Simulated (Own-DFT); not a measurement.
# Strain and stress in wurtzite GaN, 96 atoms (Ga48N48)

All numbers below are calculated, not measured. They come from Own-DFT, an in-house plane-wave density functional program, since retired, whose code no person has reviewed. Each row is one single-point run on a periodic cell that was not relaxed, without spin or spin-orbit coupling.

Settings of every run: PBE; PseudoDojo norm-conserving scalar-relativistic files (stringent for Ga); cutoff 96 hartree; 3 x 4 x 3 k mesh centred on Gamma; Gaussian smearing of 0.01 eV.

Known limits: forces on such cells passed a denser k mesh, each cell not checked; stress not checked against mesh or cutoff.

Unstrained cell vectors in Å: (12.756, 0.000, 0.000); (-4.784, 8.285, 0.000); (0.000, 0.000, 10.370). The unstrained cell has measured lattice constants (interpolated for alloys), not those of this functional. That, the random moves and any unrelaxed bonds set the pressure at no strain. Each run strains this cell uniformly, with the atoms carried along. Every atom was also moved at random, by a Gaussian of width 0.05 Å on each axis. Strain is the symmetric tensor, in per cent. Stress is positive in tension, and the pressure is minus a third of its trace.

```
run  e_xx (%)  e_yy (%)  e_zz (%)  s_xx (GPa)  s_yy (GPa)  s_zz (GPa)  P (GPa)  E (meV/atom)
  1      0.00      0.00     -0.50       -6.83       -7.26      -11.20     8.43          20.3
  2      0.00      0.00      2.75       -5.84       -4.68        4.19     2.11           0.0
  3      0.00      0.00     -0.50       -6.28       -8.83       -9.67     8.26          17.2
  4      0.00      0.00     -1.25       -8.62       -6.56      -13.27     9.48          15.9
  5      0.00      0.00      2.75       -6.06       -4.66        4.24     2.16           4.4
  6      0.00      0.00     -1.25       -8.94       -6.62      -13.25     9.60          16.6
  7      0.00      0.00      0.75       -6.60       -5.57       -4.64     5.60           7.8
  8      0.00      0.00      1.75       -5.85       -4.75       -0.68     3.76           4.3
  9      0.00      0.00      1.50       -5.61       -6.15       -1.22     4.33          11.7
 10      0.00      0.00      0.75       -5.33       -6.67       -4.94     5.65          10.3
 11      0.00      0.00      1.50       -5.23       -8.09       -0.56     4.63          13.4
 12      0.00      0.00      1.75       -5.49       -4.88       -0.31     3.56           1.2
 13      0.00      0.00     -0.25           ?           ?           ?        ?             ?
```

E is the free energy for each atom above the lowest run shown.

## Worked fit

The change of volume is close to e_xx + e_yy + e_zz. A straight line through the runs shown gives P = 7.21 - 190 x (fractional change of volume) GPa, with an error of 4 on the slope and a scatter of 0.20 GPa. The strain isn't the same on all axes and the cell isn't cubic, so the slope belongs to this path and is not the bulk modulus.

## Withheld run

Question: what pressure should run 13 give? Its volume changes by -0.25 %.

The line gives 7.7 GPa. The calculation gave 7.54 GPa.
